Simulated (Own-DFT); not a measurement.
## Calculated data, GaP (zincblende, strained, atoms displaced), SiC (2H silicon carbide, atoms displaced), SiC (4H silicon carbide, atoms displaced)

All values are calculated (Own-DFT development build). A calculation, not a measurement: plane-wave PBE density functional theory by an unreviewed code, no spin, of a simulated periodic cell, stress positive in tension, free energy of the whole cell less one offset for each atom, forces on such cells passed a denser k mesh, this cell's mesh not checked; offsets are fitted by least squares, one for each functional and potential file, so energies compare only between cells with the same atoms and settings and are not formation energies; the far tail of each file's local potential was reset to the Coulomb form; each entry is a single point on an unrelaxed cell, so the pressure reflects the starting lattice, mostly measured values (interpolated for alloys), from which strain is counted, and rises with the displacements; printed positions are rounded, which can move forces by about a meV/angstrom; the program, named Own-DFT, is a retired in-house code; no spin-orbit coupling.

Common to all runs: functional PBE; potential files PseudoDojo norm-conserving, scalar-relativistic, standard set; wave cutoff 42 hartree; occupations Fermi-Dirac; smearing width 0.1 eV; hardware one NVIDIA H100.

(1) GaP (zincblende, strained, atoms displaced)

```
CELL_PARAMETERS angstrom
10.86200 0.00000 0.00000
0.00000 10.86200 0.00000
0.00000 0.00000 10.94390
ATOMIC_POSITIONS crystal
Ga 0.00826 0.99735 0.99607
Ga 0.00616 0.26721 0.25228
Ga 0.25751 0.99577 0.25425
Ga 0.24226 0.23407 0.99660
P 0.12166 0.12902 0.13251
P 0.12383 0.36492 0.36524
P 0.36133 0.12310 0.36810
P 0.36804 0.36993 0.12941
Ga 0.01029 0.00466 0.49625
Ga 0.99380 0.25111 0.73576
Ga 0.25642 0.99885 0.76427
Ga 0.24027 0.25191 0.49554
P 0.13461 0.13163 0.61738
P 0.12596 0.37356 0.88309
P 0.36791 0.11052 0.87610
P 0.38337 0.39491 0.62884
Ga 0.00578 0.50269 0.99765
Ga 0.99248 0.74773 0.23949
Ga 0.25132 0.49658 0.25403
Ga 0.26971 0.74781 0.98814
P 0.11558 0.61975 0.11987
P 0.10829 0.86876 0.38442
P 0.37477 0.62747 0.37888
P 0.38382 0.87758 0.11126
Ga 0.00086 0.49390 0.49470
Ga 0.99191 0.75402 0.74921
Ga 0.25246 0.50187 0.75084
Ga 0.25163 0.73751 0.49244
P 0.12355 0.62826 0.61743
P 0.12558 0.87283 0.88103
P 0.37477 0.61545 0.87691
P 0.38657 0.87849 0.62597
Ga 0.48907 0.01120 0.00776
Ga 0.50633 0.24814 0.24417
Ga 0.74916 0.98834 0.25968
Ga 0.74321 0.25288 0.99292
P 0.62993 0.13528 0.12263
P 0.62151 0.37005 0.37806
P 0.87318 0.12674 0.37655
P 0.88909 0.38603 0.12824
Ga 0.49161 0.00000 0.49623
Ga 0.50229 0.25510 0.75450
Ga 0.74913 0.00730 0.73843
Ga 0.74460 0.25107 0.50934
P 0.61569 0.13713 0.62528
P 0.63113 0.36355 0.86993
P 0.88085 0.13100 0.89548
P 0.88368 0.37544 0.62004
Ga 0.49059 0.50137 0.99865
Ga 0.49761 0.75110 0.22979
Ga 0.73993 0.50166 0.25380
Ga 0.74793 0.74630 0.99779
P 0.62621 0.61326 0.11741
P 0.61518 0.88024 0.38220
P 0.87846 0.61928 0.36112
P 0.88211 0.88291 0.12477
Ga 0.49743 0.50129 0.50513
Ga 0.50090 0.76020 0.74216
Ga 0.75498 0.49976 0.75564
Ga 0.74799 0.74538 0.49808
P 0.64081 0.62593 0.62245
P 0.62441 0.87431 0.87458
P 0.87826 0.62282 0.87792
P 0.88716 0.86855 0.62654
```

* k mesh: 3 x 3 x 3 centred on Gamma
* free energy of cell above offsets: -28.594 eV
* pressure: 4.64 GPa
* stress xx: -4.58 GPa
* stress yy: -4.88 GPa
* stress zz: -4.45 GPa
* stress yz: 0.45 GPa
* stress xz: -0.39 GPa
* stress xy: 0.16 GPa
* wall time: 562.1 s

Force:
```tsv
element	x (eV/Å)	y (eV/Å)	z (eV/Å)
Ga	-0.115	0.862	1.205
Ga	-2.452	-2.881	-1.641
Ga	-2.065	-1.309	-1.027
Ga	0.287	0.95	0.52
P	0.188	-1.197	0.01
P	1.716	2.718	2.518
P	2.113	1.128	1.143
P	0.55	-0.16	-0.942
Ga	-1.246	0.639	0.863
Ga	1.204	-0.812	2.047
Ga	-1.804	-1.533	-2.761
Ga	1.791	0.859	-0.065
P	-0.695	-1.359	1.965
P	0.105	-0.326	-1.753
P	1.718	3.224	0.557
P	-1.367	-2.721	0.385
Ga	-0.542	-0.602	-0.47
Ga	0.719	0.138	0.359
Ga	-0.451	0.636	-0.437
Ga	-2.061	0.139	1.247
P	2.567	1.417	0.864
P	2.253	-0.909	-1.884
P	1.116	-0.703	-1.806
P	-1.735	-0.515	1.583
Ga	0.495	0.642	-0.623
Ga	1.548	-1.244	1.023
Ga	-1.502	-0.091	0.076
Ga	-0.766	2.115	1.019
P	-0.192	-0.708	1.137
P	0.52	-0.759	-1.04
P	0.846	1.15	-1.877
P	-2.534	-0.155	-0.455
Ga	2.706	0.203	-0.823
Ga	-1.049	0.252	0.68
Ga	0.263	1.18	-0.614
Ga	1.852	0.165	1.773
P	-0.077	-1.729	0.368
P	-0.134	0.503	0.136
P	0.117	0.33	0.06
P	-2.321	-0.426	-0.462
Ga	-0.014	1.579	0.121
Ga	-1.531	-0.477	-0.327
Ga	0.54	-0.41	1.153
Ga	0.853	0.155	-0.947
P	-0.005	-1.495	-0.288
P	-0.92	2.417	0.256
P	-0.176	-0.44	-2.822
P	-1.741	0.644	0.08
Ga	0.785	-1.77	0.58
Ga	0.69	-0.567	1.493
Ga	0.805	-0.96	-0.201
Ga	0.43	0.659	0.228
P	-0.357	0.978	0.209
P	0.575	-1.531	-1.052
P	-0.778	0.413	1.389
P	-1.382	-0.694	-0.436
Ga	1.695	1.021	-1.116
Ga	1.155	-1.691	1.055
Ga	0.231	-0.276	-0.627
Ga	1.406	0.776	-0.9
P	-1.772	-0.673	0.911
P	-0.059	0.891	0.157
P	-0.078	0.243	-0.199
P	-1.917	2.099	-1.579
```

(2) SiC (2H silicon carbide, atoms displaced)

```
CELL_PARAMETERS angstrom
6.16540 0.00000 0.00000
-3.08270 5.33940 0.00000
0.00000 0.00000 10.06810
ATOMIC_POSITIONS crystal
Si 0.00673 0.99773 0.00019
Si 0.16836 0.33367 0.23985
C 0.99472 0.99509 0.18938
C 0.16527 0.33515 0.43487
Si 0.00090 0.99715 0.49902
Si 0.17125 0.33144 0.75004
C 0.00175 0.00318 0.68541
C 0.16595 0.33504 0.93715
Si 0.99416 0.49122 0.99304
Si 0.16124 0.82745 0.24850
C 0.00680 0.50294 0.19230
C 0.16470 0.83163 0.43817
Si 0.99917 0.50197 0.49976
Si 0.16704 0.83436 0.75185
C 0.01038 0.50416 0.69241
C 0.17941 0.84749 0.93117
Si 0.49367 0.99491 0.00229
Si 0.66552 0.33743 0.25399
C 0.50366 0.00590 0.18785
C 0.67019 0.33234 0.43093
Si 0.48651 0.99060 0.49757
Si 0.66183 0.32931 0.74862
C 0.50298 0.99418 0.68249
C 0.66496 0.33830 0.93376
Si 0.49842 0.50358 0.00710
Si 0.66343 0.82646 0.24968
C 0.50367 0.51553 0.18650
C 0.66781 0.83431 0.43643
Si 0.49741 0.50124 0.49514
Si 0.67917 0.85259 0.75067
C 0.51428 0.50395 0.68918
C 0.66731 0.83320 0.93544
```

* k mesh: 5 x 5 x 3 centred on Gamma
* free energy of cell above offsets: -4.291 eV
* pressure: 4.04 GPa
* stress xx: -2.9 GPa
* stress yy: -2.43 GPa
* stress zz: -6.79 GPa
* stress yz: -0.95 GPa
* stress xz: -0.75 GPa
* stress xy: 0.35 GPa
* wall time: 125.6 s

Force:
```tsv
element	x (eV/Å)	y (eV/Å)	z (eV/Å)
Si	-1.196	0.183	-0.278
Si	-0.219	-0.277	2.116
C	0.661	0.182	-0.768
C	0.264	-0.361	-0.258
Si	-0.65	0.83	-0.288
Si	0.593	0.945	-0.457
C	0.703	0.078	0.334
C	0.65	-0.514	0.591
Si	-0.31	1.347	0.963
Si	0.638	1.075	0.385
C	-1.217	-0.606	-1.983
C	-0.508	-0.218	-0.526
Si	0.383	-0.658	0.348
Si	0.428	0.234	-1.538
C	-0.892	-0.676	-0.825
C	-0.679	-1.7	1.719
Si	1.273	1.326	-0.648
Si	0.643	-0.126	-1.943
C	-0.522	-0.487	0.299
C	-0.927	-0.168	2.345
Si	1.628	1.177	-0.193
Si	0.97	0.355	-0.383
C	-1.143	0.844	0.66
C	-0.172	-0.831	1.299
Si	0.469	0.096	-2.788
Si	-0.576	2.348	0.589
C	0.641	-2.344	0.471
C	-0.247	-0.2	-0.055
Si	0.581	-0.31	0.988
Si	0.09	-2.386	-0.385
C	-1.425	0.379	-0.81
C	0.069	0.462	1.02
```

(3) SiC (4H silicon carbide, atoms displaced)

```
CELL_PARAMETERS angstrom
6.16540 0.00000 0.00000
-3.08270 5.33940 0.00000
0.00000 0.00000 10.06810
ATOMIC_POSITIONS crystal
Si 0.99976 0.99929 0.39897
Si 0.15135 0.34238 0.16395
C 0.02505 0.03055 0.09110
C 0.16937 0.33695 0.34046
Si 0.00819 0.49006 0.39063
Si 0.18138 0.83800 0.16780
C 0.99104 0.51133 0.09106
C 0.15385 0.84200 0.34312
Si 0.44825 0.96556 0.41700
Si 0.64904 0.31771 0.15731
C 0.53108 0.00513 0.09651
C 0.63664 0.32307 0.32679
Si 0.49942 0.49717 0.41893
Si 0.66201 0.85028 0.16509
C 0.54192 0.50221 0.08184
C 0.66489 0.85008 0.35595
Si 0.03192 0.00974 0.90727
Si 0.81426 0.69041 0.64463
C 0.99386 0.99755 0.61520
C 0.82226 0.67397 0.84207
Si 0.00088 0.49022 0.92424
Si 0.83428 0.15373 0.63967
C 0.99221 0.47247 0.59186
C 0.83760 0.16792 0.83892
Si 0.51190 0.99451 0.90290
Si 0.35224 0.65640 0.65629
C 0.55497 0.06521 0.58498
C 0.30444 0.67257 0.85730
Si 0.52561 0.50965 0.91614
Si 0.34066 0.17223 0.66362
C 0.53114 0.54014 0.59400
C 0.33724 0.16015 0.84885
```

- k mesh: 5 x 5 x 3 centred on Gamma
- free energy of cell above offsets: 7.947 eV
- pressure: 13.73 GPa
- stress xx: -16.39 GPa
- stress yy: -10.05 GPa
- stress zz: -14.75 GPa
- stress yz: -0.73 GPa
- stress xz: -1.43 GPa
- stress xy: -0.94 GPa
- wall time: 121.4 s

Force:
```tsv
element	x (eV/Å)	y (eV/Å)	z (eV/Å)
Si	-2.531	1.28	2.217
Si	2.784	0.352	-3.723
C	-0.089	-1.984	2.127
C	1.662	-0.507	1.446
Si	-4.623	-0.143	3.387
Si	-1.285	1.252	-4.536
C	1.174	-0.095	5.679
C	0.633	-3.237	0.782
Si	4.251	4.453	-1.028
Si	1.286	1.534	-1.866
C	-4.761	-0.11	-1.749
C	1.2	0.145	5.691
Si	0.555	0.69	-4.343
Si	5.745	-3.181	-0.241
C	-4.494	1.886	5.372
C	-0.554	-2.008	-0.919
Si	-4.549	-1.674	-0.071
Si	9.521	-2.224	6.192
C	4.379	2.896	-5.321
C	2.484	0.671	-0.744
Si	-2.467	-0.49	-6.318
Si	2.166	4.308	5.797
C	0.626	4.8	-2.259
C	0.882	-0.123	0.664
Si	-0.041	0.919	0.699
Si	-6.296	1.837	2.467
C	-8.136	-5.649	-0.6
C	4.517	-0.706	-2.395
Si	-2.947	-0.689	-3.998
Si	0.78	0.214	0.551
C	-4.311	-6.931	-1.959
C	2.439	2.513	-1.001
```

(4) SiC (2H silicon carbide, atoms displaced)

```
CELL_PARAMETERS angstrom
6.16540 0.00000 0.00000
-3.08270 5.33940 0.00000
0.00000 0.00000 10.06810
ATOMIC_POSITIONS crystal
Si 0.00552 0.97286 0.01166
Si 0.12664 0.30050 0.22922
C 0.98775 0.99517 0.18855
C 0.18508 0.33807 0.42994
Si 0.99963 0.00717 0.50970
Si 0.18570 0.34717 0.75212
C 0.01332 0.00326 0.68982
C 0.17616 0.35158 0.94988
Si 0.97171 0.48700 0.98442
Si 0.18682 0.82022 0.24794
C 0.03353 0.52163 0.18967
C 0.18635 0.85762 0.43554
Si 0.97928 0.48732 0.50606
Si 0.17032 0.85438 0.76429
C 0.00382 0.53130 0.71131
C 0.15902 0.84249 0.94167
Si 0.49477 0.99788 0.98937
Si 0.65363 0.33092 0.26119
C 0.50937 0.00871 0.17453
C 0.65640 0.29687 0.43812
Si 0.52006 0.99940 0.49798
Si 0.65816 0.30251 0.74053
C 0.51823 0.99000 0.68620
C 0.66815 0.34545 0.93735
Si 0.49772 0.50022 0.99239
Si 0.66438 0.82485 0.24643
C 0.50012 0.49543 0.18177
C 0.66037 0.82676 0.43661
Si 0.49630 0.50330 0.49731
Si 0.65716 0.84644 0.75528
C 0.50285 0.48736 0.70141
C 0.66933 0.86028 0.91853
```

- k mesh: 5 x 5 x 3 centred on Gamma
- free energy of cell above offsets: 3.792 eV
- pressure: 9.78 GPa
- stress xx: -8.97 GPa
- stress yy: -10.11 GPa
- stress zz: -10.26 GPa
- stress yz: -1.43 GPa
- stress xz: -0.67 GPa
- stress xy: 1.92 GPa
- wall time: 115.4 s

Force:
```tsv
element	x (eV/Å)	y (eV/Å)	z (eV/Å)
Si	-5.663	4.332	-1.181
Si	3.218	5.334	3.337
C	1.671	-4.248	-0.424
C	-3.278	-1.324	0.63
Si	1.88	0.148	-2.778
Si	-2.422	-1.12	1.255
C	-2.253	1.289	0.743
C	-0.94	-2.598	-2.08
Si	4.533	2.307	3.332
Si	-1.419	3.681	1.644
C	-3.843	-3.977	-2.304
C	-0.785	-2.302	0.937
Si	2.873	2.571	-0.621
Si	0.465	-0.53	-2.494
C	1.474	-3.47	-3.183
C	3.337	-2.115	-0.796
Si	0.374	1.482	1.789
Si	1.559	0.308	-3.681
C	0.376	-0.401	1.846
C	-0.823	5.26	0.698
Si	-2.888	-3.566	1.14
Si	-0.081	4.508	2.529
C	-4.764	0.956	-1.928
C	-2.583	-3.379	-2.065
Si	0.19	1.842	1.101
Si	-1.228	-0.331	-0.107
C	-0.428	-0.234	0.699
C	2.221	0.275	-0.188
Si	0.903	-1.345	1.431
Si	6.303	-3.57	-3.585
C	0.344	1.835	-3.048
C	1.676	-1.619	7.351
```
